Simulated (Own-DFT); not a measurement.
# Computed records: Hf31O64 (monoclinic hafnia with one vacancy, atoms displaced), Hf32O63 (monoclinic hafnia with one vacancy, atoms displaced)

Computed with Own-DFT development build. A calculation, not a measurement: plane-wave PBE density functional theory by an unreviewed code, no spin, of a simulated periodic cell, stress positive in tension, free energy of the whole cell less one offset for each atom, defect cell not probed for a lower state with spin; hafnium file: forces about 75 meV/angstrom off all-electron values; oxygen file: force components 24 meV/angstrom off all-electron in one glass; forces on such cells passed a denser k mesh, this cell's mesh not checked; offsets are fitted by least squares, one for each functional and potential file, so energies compare only between cells with the same atoms and settings and are not formation energies; the far tail of each file's local potential was reset to the Coulomb form; each entry is a single point on an unrelaxed cell, so the pressure reflects the starting lattice, mostly measured values, from which strain is counted, and rises with the displacements; printed positions are rounded, which can move forces by about a meV/angstrom; the program is a retired in-house code; no spin-orbit coupling; before rounding, a Quantum ESPRESSO 7.3.1 run of the same cell and cutoff gave forces within 1 meV/angstrom rms on each cell, which checks the program and not the settings.

Settings shared by all entries: functional PBE; potential files PseudoDojo norm-conserving, scalar-relativistic, standard set; wave cutoff 72 hartree; occupations Fermi-Dirac; smearing width 0.1 eV; k mesh 2 x 2 x 2 centred on Gamma.

(1) Hf31O64 (monoclinic hafnia with one vacancy, atoms displaced)

```
Hf31O64
1.0
     10.2340     0.0000     0.0000
      0.0000    10.3500     0.0000
     -1.6955     0.0000    10.4453
Hf O Hf O Hf O Hf O Hf O Hf O Hf O Hf O
3 8 4 8 4 8 4 8 4 8 4 8 4 8 4 8
Direct
  0.36617 0.27080 0.14608
  0.36225 0.47903 0.38394
  0.13920 0.21567 0.35571
  0.03787 0.16351 0.17599
  0.46760 0.40049 0.09035
  0.46229 0.33271 0.33142
  0.03378 0.09014 0.43365
  0.21890 0.37562 0.24227
  0.27065 0.14668 0.99290
  0.26919 0.11375 0.26072
  0.22730 0.35893 0.50584
  0.14235 0.02370 0.60712
  0.35341 0.28058 0.64892
  0.36495 0.48674 0.88553
  0.13791 0.22500 0.84246
  0.03653 0.16012 0.67799
  0.46645 0.41231 0.57528
  0.46783 0.33392 0.82432
  0.03411 0.08082 0.92745
  0.23165 0.37027 0.73849
  0.26754 0.14239 0.50108
  0.29171 0.10822 0.75938
  0.21388 0.37234 0.97539
  0.13657 0.53135 0.11269
  0.35946 0.78291 0.13706
  0.36814 0.97925 0.39350
  0.13672 0.73179 0.34314
  0.03508 0.65997 0.17181
  0.45661 0.91198 0.07811
  0.45978 0.83790 0.32789
  0.03378 0.59217 0.41344
  0.22843 0.87753 0.23006
  0.27685 0.61311 0.01426
  0.28078 0.62858 0.25636
  0.22113 0.86172 0.47417
  0.14038 0.51911 0.60412
  0.37273 0.76850 0.65191
  0.35608 0.96775 0.89886
  0.12867 0.73673 0.84637
  0.03306 0.65534 0.66944
  0.46081 0.92964 0.57292
  0.45999 0.83250 0.82481
  0.03586 0.59270 0.92277
  0.22692 0.88027 0.72979
  0.27894 0.62565 0.50682
  0.26932 0.60862 0.77691
  0.22359 0.87694 0.98484
  0.66459 0.01747 0.10788
  0.87765 0.27397 0.14774
  0.86694 0.48389 0.39868
  0.63081 0.23667 0.35545
  0.53264 0.16470 0.16399
  0.95586 0.39860 0.07899
  0.96369 0.32485 0.32379
  0.53516 0.08606 0.43304
  0.72212 0.37625 0.24859
  0.76862 0.12986 0.00372
  0.76584 0.12672 0.25679
  0.72149 0.38494 0.49147
  0.62387 0.03751 0.60657
  0.87461 0.27118 0.63556
  0.85791 0.48262 0.89875
  0.64003 0.23109 0.85072
  0.53955 0.15702 0.67190
  0.96309 0.42873 0.57304
  0.95750 0.34144 0.82675
  0.53193 0.10100 0.90963
  0.72212 0.38044 0.73809
  0.78423 0.13347 0.50795
  0.77185 0.11414 0.75993
  0.72336 0.37206 0.98257
  0.63142 0.51871 0.10136
  0.87255 0.78276 0.14423
  0.86979 0.97882 0.38505
  0.65054 0.72716 0.36108
  0.54418 0.66077 0.18925
  0.95647 0.91004 0.06225
  0.95953 0.83254 0.32091
  0.53313 0.58297 0.42828
  0.72665 0.89090 0.24047
  0.77873 0.62212 0.01192
  0.78483 0.62920 0.26551
  0.72475 0.86283 0.48233
  0.63770 0.51539 0.60754
  0.86202 0.77270 0.64658
  0.86488 0.99285 0.89565
  0.64068 0.73535 0.85686
  0.53433 0.65835 0.67339
  0.96883 0.91757 0.57939
  0.96465 0.83266 0.83232
  0.54169 0.59282 0.90182
  0.73399 0.89002 0.74455
  0.77804 0.63068 0.51115
  0.77393 0.63703 0.75736
  0.73701 0.87209 0.99314
```

It finds free energy of cell above offsets -68.633 eV; pressure 9.46 GPa; stress xx -9.22 GPa; stress yy -9.86 GPa; stress zz -9.3 GPa; stress yz 0.73 GPa; stress xz -0.19 GPa; stress xy 0.78 GPa.

Force:
```tsv
element	x (eV/Å)	y (eV/Å)	z (eV/Å)
Hf	-3.438	-3.452	-0.647
Hf	-0.845	1.204	2.495
Hf	0.42	1.86	-2.074
O	-0.388	-0.45	0.074
O	2.069	3.807	-2.276
O	0.031	-0.524	-0.362
O	-1.006	-1.008	-0.351
O	0.4	1.084	-0.273
O	1.13	-0.467	0.308
O	1.295	0.838	0.439
O	-1.292	2.626	-2.396
Hf	0.867	-1.347	-1.528
Hf	3.526	-3.259	-1.214
Hf	-0.229	-2.857	3.213
Hf	-0.115	0.375	4.58
O	-0.298	0.263	-1.017
O	-0.167	-0.029	-0.013
O	-0.281	1.148	0.113
O	1.158	1.881	-1.337
O	-2.286	1.685	0.654
O	1.292	-2.586	2.199
O	-1.535	1.366	-1.165
O	0.657	0.597	0.531
Hf	2.282	-3.541	-2.524
Hf	-1.959	-2.821	1.727
Hf	-2.153	0.096	-1.039
Hf	1.738	0.53	1.616
O	-1.792	1.738	0.04
O	4.168	2.834	-1.187
O	1.572	-1.047	-0.441
O	0.197	-1.09	1.011
O	-0.289	-0.586	0.678
O	0.731	1.474	0.372
O	-0.585	-1.137	0.355
O	0.348	1.642	1.419
Hf	1.026	0.559	-1.007
Hf	-0.58	0.567	-2.986
Hf	0.073	3.213	0.346
Hf	0.542	-0.332	1.66
O	-0.298	1.392	0.407
O	-1.471	-2.653	1.696
O	1.212	-0.403	0.432
O	-0.971	-0.967	0.881
O	-0.402	-1.418	0.537
O	-0.49	-0.434	1.026
O	-0.163	2.465	-3.703
O	-0.128	-2.081	-1.022
Hf	-4.304	2.367	-1.355
Hf	-4.701	-5.327	1.809
Hf	-0.985	0.012	-1.995
Hf	2.066	-0.869	-0.255
O	0.176	-0.609	0.974
O	5.04	6.898	-3.035
O	-0.055	1.431	1.753
O	0.311	1.476	-2.311
O	0.082	1.388	-1.178
O	1.35	0.184	0.708
O	0.985	-0.853	0.653
O	0.477	-1.642	-0.456
Hf	6.578	-6.201	-1.526
Hf	-2.762	0.525	1.134
Hf	0.115	0.196	-0.913
Hf	0.832	0.579	0.139
O	-5.057	6.382	2.406
O	0.5	-1.466	0.799
O	1.541	-1.383	-0.979
O	-1.48	-2.883	1.639
O	0.6	0.087	-0.271
O	-0.574	0.41	0.021
O	0.819	2.622	-0.712
O	-0.748	0.386	0.704
Hf	1.288	-0.021	1.377
Hf	-1.686	-2.973	-0.599
Hf	-1.96	1.409	2.809
Hf	-1.684	-0.868	-0.694
O	-0.718	-0.209	-2.223
O	1.411	1.027	1.223
O	1.341	0.127	0.482
O	0.335	0.446	-0.642
O	0.412	-1.833	0.184
O	-0.461	1.009	0.447
O	-0.086	-0.708	-0.18
O	1.044	1.738	0.888
Hf	0.306	0.437	-0.568
Hf	-0.656	0.868	-0.502
Hf	0.289	-1.482	-0.339
Hf	2.521	1.339	-0.957
O	-0.822	1.496	0.231
O	0.104	-0.111	-0.385
O	-0.004	0.201	-1.043
O	-2.273	-2.767	2.621
O	-1.122	-1.224	-0.856
O	0.152	-0.597	0.261
O	0.069	-1.546	0.865
O	-2.179	-0.22	-0.4
```

(2) Hf32O63 (monoclinic hafnia with one vacancy, atoms displaced)

```
Hf32O63
1.0
     10.2340     0.0000     0.0000
      0.0000    10.3500     0.0000
     -1.6955     0.0000    10.4453
Hf O Hf O Hf O Hf O Hf O Hf O Hf O Hf O
4 8 4 8 4 8 4 7 4 8 4 8 4 8 4 8
Direct
  0.14983 0.01885 0.10290
  0.36733 0.26158 0.16377
  0.36928 0.48019 0.39736
  0.13526 0.22938 0.35903
  0.03382 0.17147 0.16472
  0.46120 0.40571 0.07227
  0.46250 0.32627 0.32113
  0.04035 0.08595 0.42169
  0.21778 0.38291 0.23633
  0.27867 0.13016 0.01841
  0.27739 0.12261 0.27055
  0.22286 0.37534 0.48359
  0.13693 0.01242 0.60433
  0.35897 0.27323 0.65003
  0.37506 0.48612 0.90562
  0.13521 0.23896 0.86288
  0.05265 0.16548 0.68922
  0.47173 0.41609 0.57947
  0.47248 0.32365 0.83006
  0.03344 0.08242 0.92845
  0.22611 0.38210 0.74324
  0.26448 0.12638 0.50611
  0.27297 0.13148 0.75669
  0.21512 0.36548 0.99938
  0.13869 0.52388 0.09979
  0.36567 0.75833 0.13493
  0.35001 0.97291 0.38588
  0.14408 0.72775 0.35176
  0.02432 0.67030 0.17685
  0.45717 0.91919 0.07030
  0.46493 0.82919 0.33603
  0.02585 0.56908 0.42663
  0.24072 0.86478 0.23799
  0.28880 0.62443 0.01092
  0.26790 0.60461 0.25801
  0.21757 0.86931 0.47461
  0.14407 0.52260 0.61116
  0.36565 0.78031 0.64406
  0.37120 0.98353 0.90028
  0.12542 0.71399 0.84957
  0.03937 0.66793 0.67544
  0.46977 0.92584 0.57502
  0.46195 0.84761 0.81283
  0.03280 0.57701 0.91691
  0.21547 0.85353 0.74399
  0.28237 0.62914 0.74800
  0.22150 0.86770 0.98835
  0.62730 0.02438 0.10264
  0.87068 0.26618 0.15201
  0.87441 0.47850 0.40155
  0.63358 0.22365 0.36076
  0.54739 0.15255 0.16697
  0.96774 0.41483 0.07507
  0.95621 0.33630 0.30570
  0.53263 0.09405 0.43108
  0.74072 0.39006 0.23633
  0.77360 0.12841 0.01347
  0.77484 0.13168 0.25031
  0.72466 0.36472 0.49579
  0.62856 0.00609 0.59841
  0.84364 0.26111 0.65341
  0.87095 0.48361 0.90597
  0.64143 0.23131 0.85983
  0.52460 0.15961 0.67225
  0.95684 0.42900 0.58426
  0.96161 0.33813 0.81882
  0.53738 0.07449 0.92695
  0.73167 0.37681 0.75029
  0.76857 0.12976 0.51354
  0.76643 0.10512 0.75713
  0.72213 0.36126 0.00211
  0.63617 0.51792 0.09087
  0.86901 0.77210 0.16018
  0.85974 0.97593 0.38610
  0.63932 0.73347 0.35816
  0.55185 0.66300 0.17153
  0.97029 0.90513 0.07301
  0.96985 0.82456 0.32253
  0.52555 0.57515 0.42821
  0.71743 0.89455 0.24125
  0.76975 0.62081 0.01112
  0.77234 0.61819 0.26672
  0.71651 0.86234 0.48704
  0.63327 0.51957 0.60563
  0.86075 0.76170 0.63863
  0.85712 0.97655 0.88788
  0.64431 0.73090 0.85556
  0.54207 0.66686 0.66875
  0.97173 0.90801 0.59036
  0.97011 0.84103 0.82701
  0.53716 0.58773 0.94162
  0.71303 0.85948 0.75331
  0.78703 0.62534 0.50539
  0.77983 0.63100 0.75498
  0.73304 0.88094 0.99161
```

Results for Hf32O63 (monoclinic hafnia with one vacancy, atoms displaced): free energy of cell above offsets -80.680 eV; pressure 9.52 GPa; stress xx -10.69 GPa; stress yy -8.46 GPa; stress zz -9.42 GPa; stress yz -1.23 GPa; stress xz -1.12 GPa; stress xy -1.7 GPa.

Force:
```tsv
element	x (eV/Å)	y (eV/Å)	z (eV/Å)
Hf	-3.06	-0.431	-1.543
Hf	-1.551	1.228	-4.151
Hf	-3.251	-1.744	-0.549
Hf	-0.077	1.851	-1.601
O	3.052	-2.243	1.066
O	0.118	0.081	0.461
O	0.751	0.918	2.173
O	-2.871	-2.105	-0.037
O	0.82	-1.294	0.457
O	0.446	-0.514	-0.18
O	-0.119	-0.675	-1.02
O	0.278	0.038	1.187
Hf	-0.206	1.939	2.099
Hf	0.301	-1.759	-0.207
Hf	-1.612	-2.882	-1.775
Hf	-0.333	-2.038	-0.792
O	-2.673	-0.436	-2.608
O	-1.37	-0.803	0.222
O	-1.539	2.081	0.297
O	0.636	0.65	0.019
O	0.34	0.739	0.468
O	1.225	0.06	0.766
O	1.223	-1.749	1.379
O	0.94	1.845	-0.17
Hf	-0.764	-2.625	1.773
Hf	1.16	1.852	1.535
Hf	1.736	1.162	1.711
Hf	-0.582	-2.443	-0.113
O	3.131	-2.665	-0.783
O	-0.205	-1.914	1.751
O	0.343	-0.254	-0.605
O	6.221	4.553	-0.139
O	-1.326	0.733	-0.551
O	-1.343	-0.594	-0.85
O	0.678	2.276	-0.007
O	0.626	0.206	1.667
Hf	-0.826	-0.936	-1.576
Hf	-1.059	-1.441	0.587
Hf	-3.062	0.12	-2.182
Hf	2.388	5.201	-0.119
O	-0.869	-0.673	-1.076
O	-4.671	-2.832	-1.114
O	1.327	-1.308	0.789
O	0.937	-0.087	1.215
O	1.228	3.169	-2.173
O	0.277	-1.719	1.017
O	0.389	-0.643	0.402
Hf	6.17	-4.001	-1.982
Hf	-3.466	0.468	-3.854
Hf	-5.096	-2.507	-1.762
Hf	3.381	1.673	-0.739
O	-5.776	6.11	3.438
O	0.837	1.358	-0.58
O	3.655	0.05	5.335
O	-1.485	-1.71	-1.013
O	-2.446	-0.664	0.506
O	0.011	-0.539	-1.316
O	0.14	-1.978	3.102
O	-0.878	-0.072	-0.082
Hf	3.097	3.734	2.102
Hf	3.264	1.42	-0.624
Hf	-2.819	-2.497	-1.08
Hf	0.39	-1.429	0.288
O	0.924	-0.003	0.167
O	0.503	-1.708	1.008
O	0.332	-0.186	1.159
O	0.438	1.649	-1.451
O	-1.601	0.517	-0.264
O	0.962	-1.782	-1.073
O	0.045	1.231	-0.486
O	0.315	0.758	-1.943
Hf	2.826	-2.979	6.513
Hf	-2.826	0.105	-3.943
Hf	0.281	1.874	0.968
Hf	0.232	-3.158	-1.833
O	-3.086	2.101	0.411
O	0.73	0.707	0.886
O	-0.961	2.632	3.098
O	3.243	2.761	-0.457
O	0.702	-1.637	1.531
O	1.558	1.332	-0.872
O	0.608	1.883	-0.088
O	1.37	1.754	1.165
Hf	2.471	-0.704	-0.135
Hf	-0.05	0.237	1.373
Hf	1.038	0	2.954
Hf	-0.315	0.116	1.116
O	-1.563	0.857	0.663
O	-1.014	0.744	-2.374
O	-0.127	-1.569	-0.669
O	-1.786	1.69	-4.776
O	1.751	2.843	-3.231
O	-1.894	0.733	0.659
O	-0.123	-1.792	1.254
O	-1.163	-2.317	-0.186
```

(3) Hf31O64 (monoclinic hafnia with one vacancy, atoms displaced)

```
Hf31O64
1.0
     10.2340     0.0000     0.0000
      0.0000    10.3500     0.0000
     -1.6955     0.0000    10.4453
Hf O Hf O Hf O Hf O Hf O Hf O Hf O Hf O
4 8 4 8 4 8 3 8 4 8 4 8 4 8 4 8
Direct
  0.14596 0.02287 0.09909
  0.36240 0.25586 0.14532
  0.38130 0.47627 0.40423
  0.14139 0.24398 0.34570
  0.02841 0.15433 0.17056
  0.47097 0.40803 0.07870
  0.45407 0.33865 0.31008
  0.02793 0.08013 0.42128
  0.22807 0.36811 0.25533
  0.28602 0.12757 0.00351
  0.27784 0.12423 0.26475
  0.22375 0.39341 0.48961
  0.13274 0.02531 0.59353
  0.35014 0.27468 0.64315
  0.35266 0.47711 0.89032
  0.13824 0.22767 0.85215
  0.04528 0.17155 0.67325
  0.47411 0.40444 0.57691
  0.46479 0.32733 0.82478
  0.02429 0.07481 0.91992
  0.22702 0.38761 0.73069
  0.27031 0.12870 0.50170
  0.26120 0.11698 0.75972
  0.22822 0.37136 0.97585
  0.11786 0.51887 0.09469
  0.35434 0.78301 0.12602
  0.36187 0.98095 0.38200
  0.13940 0.73900 0.36388
  0.03778 0.67204 0.18893
  0.47374 0.92827 0.08964
  0.45630 0.83080 0.32991
  0.04514 0.58147 0.43140
  0.22995 0.86706 0.23614
  0.27881 0.62654 0.00702
  0.28024 0.61846 0.25565
  0.22607 0.88579 0.47305
  0.14739 0.51084 0.59345
  0.35350 0.97307 0.89270
  0.15830 0.73174 0.86918
  0.04423 0.65878 0.68110
  0.46388 0.91262 0.58108
  0.47105 0.83638 0.83036
  0.03643 0.58118 0.91704
  0.23859 0.88610 0.74378
  0.28239 0.62179 0.50889
  0.27285 0.62806 0.75778
  0.22996 0.87841 0.99600
  0.65344 0.01759 0.12079
  0.86883 0.28388 0.13843
  0.86571 0.47577 0.39684
  0.63925 0.22514 0.35722
  0.54502 0.17186 0.17531
  0.95657 0.42434 0.09336
  0.95456 0.32813 0.32729
  0.53256 0.07884 0.43736
  0.71294 0.38015 0.23838
  0.76035 0.12528 0.00460
  0.78429 0.11711 0.25702
  0.73088 0.36575 0.49397
  0.63681 0.01347 0.59436
  0.85337 0.26737 0.65141
  0.86085 0.48501 0.89189
  0.64802 0.22268 0.85071
  0.52532 0.15643 0.65841
  0.98002 0.41488 0.57796
  0.94920 0.32557 0.82001
  0.52374 0.07773 0.91614
  0.72784 0.37585 0.73854
  0.76755 0.12577 0.52325
  0.78528 0.11235 0.75683
  0.72634 0.36987 0.98359
  0.64838 0.51281 0.10876
  0.85786 0.76215 0.13836
  0.85033 0.97961 0.39264
  0.63413 0.73630 0.34737
  0.54156 0.67100 0.17350
  0.97901 0.90784 0.07619
  0.95442 0.83689 0.31314
  0.53771 0.58176 0.40547
  0.72497 0.87000 0.23414
  0.77269 0.65253 0.01870
  0.77620 0.62481 0.25207
  0.73154 0.86944 0.48896
  0.63791 0.52079 0.59041
  0.85371 0.76638 0.65119
  0.85265 0.97707 0.90451
  0.63982 0.72138 0.85101
  0.53758 0.66550 0.66882
  0.95606 0.91843 0.57927
  0.96262 0.83804 0.84221
  0.54033 0.58360 0.93163
  0.72564 0.87881 0.73875
  0.77163 0.63348 0.50840
  0.76796 0.63287 0.76258
  0.71577 0.87619 0.99166
```

## Withheld values
1. Give the missing stress yy for Hf31O64 (monoclinic hafnia with one vacancy, atoms displaced) (entry 3).

## Answers
1. -8.2 GPa

Further results for Hf31O64 (monoclinic hafnia with one vacancy, atoms displaced) (entry 3):

| Quantity | Value |
| --- | --- |
| free energy of cell above offsets | -65.876 eV |
| pressure | 7.56 GPa |
| stress xx | -6.45 GPa |
| stress zz | -8.04 GPa |
| stress yz | -0.09 GPa |
| stress xz | 0.29 GPa |
| stress xy | -1.78 GPa |

Force:
```tsv
element	x (eV/Å)	y (eV/Å)	z (eV/Å)
Hf	-2.949	-0.946	0.649
Hf	1.809	3.059	-0.808
Hf	-3.449	2.492	-2.119
Hf	-1.628	-3.073	2.571
O	0.167	1.955	-0.083
O	-0.503	0.054	-0.495
O	3.018	-2.018	1.928
O	-0.207	0.822	-0.512
O	-0.478	1.68	-3.482
O	-1.729	0.009	0.621
O	-0.226	-0.199	-1.985
O	1.732	-5.237	-1.958
Hf	0.498	-2.388	0.602
Hf	2.017	-2.222	0.439
Hf	3.521	1.255	-0.258
Hf	-1.03	-1.557	-0.921
O	-1.929	1.054	-0.449
O	0.305	0.179	-0.448
O	-0.018	0.238	-0.215
O	2.678	2.447	0.569
O	-0.099	-2.029	2.067
O	0.101	2.266	0.435
O	1.385	1.174	-0.013
O	-2.012	-0.4	1.789
Hf	4.772	3.033	3.498
Hf	3.126	-3.557	5.495
Hf	-1.325	-1.957	3.273
Hf	1.161	-1.019	-0.093
O	0.457	-2.401	-2.732
O	-1.35	-0.721	-0.059
O	1.858	-0.406	-0.479
O	-2.215	0.565	-2.4
O	-0.762	2.059	-1.38
O	-0.5	0.401	0.375
O	-0.615	-0.498	-0.202
O	-1.071	0.263	0.014
Hf	-1.015	6.211	3.487
Hf	3.539	1.566	-2.423
Hf	-1.593	0.083	-6.142
O	-1.922	1.21	0.278
O	0.27	0.266	-0.624
O	-0.015	0.221	1.102
O	-1.033	-0.759	1.123
O	-2.04	-0.789	0.51
O	0.066	0.607	-1.007
O	-0.01	-1.228	1.784
O	-1.084	-0.352	-1.074
Hf	-2.105	-0.028	-3.728
Hf	-3.524	-6.556	2.107
Hf	0.603	1.825	1.197
Hf	-0.972	0.567	-0.334
O	-0.359	-0.753	0.565
O	1.213	2.822	-2.222
O	0.658	0.019	-0.654
O	0.692	2.133	-4.108
O	1.6	-1.44	1.169
O	1.441	1.326	0.991
O	-0.969	1.054	1.061
O	-0.072	0.383	-1.039
Hf	-1.238	-1.54	4.072
Hf	2.536	-0.727	-1.956
Hf	-0.704	-0.504	-1.896
Hf	-3.572	-0.873	-0.836
O	0.3	0.873	1.611
O	-3.195	-1.484	-0.683
O	1.486	1.459	3.234
O	1.555	1.242	-0.214
O	-1.207	1.475	-0.012
O	1.362	0.856	-2.856
O	-1.199	1.178	0.636
O	0.985	0.741	0.431
Hf	-3.858	2.663	-1.316
Hf	2.761	4.909	3.837
Hf	3.739	-1.139	1.016
Hf	-0.605	-0.636	-0.254
O	-0.544	-0.206	-1.048
O	-0.694	0.17	0.13
O	0.696	0.572	2.507
O	1.126	-0.537	1.572
O	-0.751	0.888	1.002
O	-0.466	-6.342	-4.774
O	0.554	-1.707	1.658
O	-1.507	-0.156	-0.496
Hf	-1.218	1.384	1.951
Hf	3.318	1.635	0.032
Hf	1.045	-1.083	-1.318
Hf	-4.292	2.732	0.193
O	1.129	-1.192	-0.35
O	0.705	-0.287	0.235
O	0.984	-1.774	-0.976
O	-0.369	-0.641	-0.751
O	-0.2	-0.396	0.29
O	0.486	-0.895	-0.138
O	2.581	-3.489	0.048
O	0.393	0.062	0.16
```
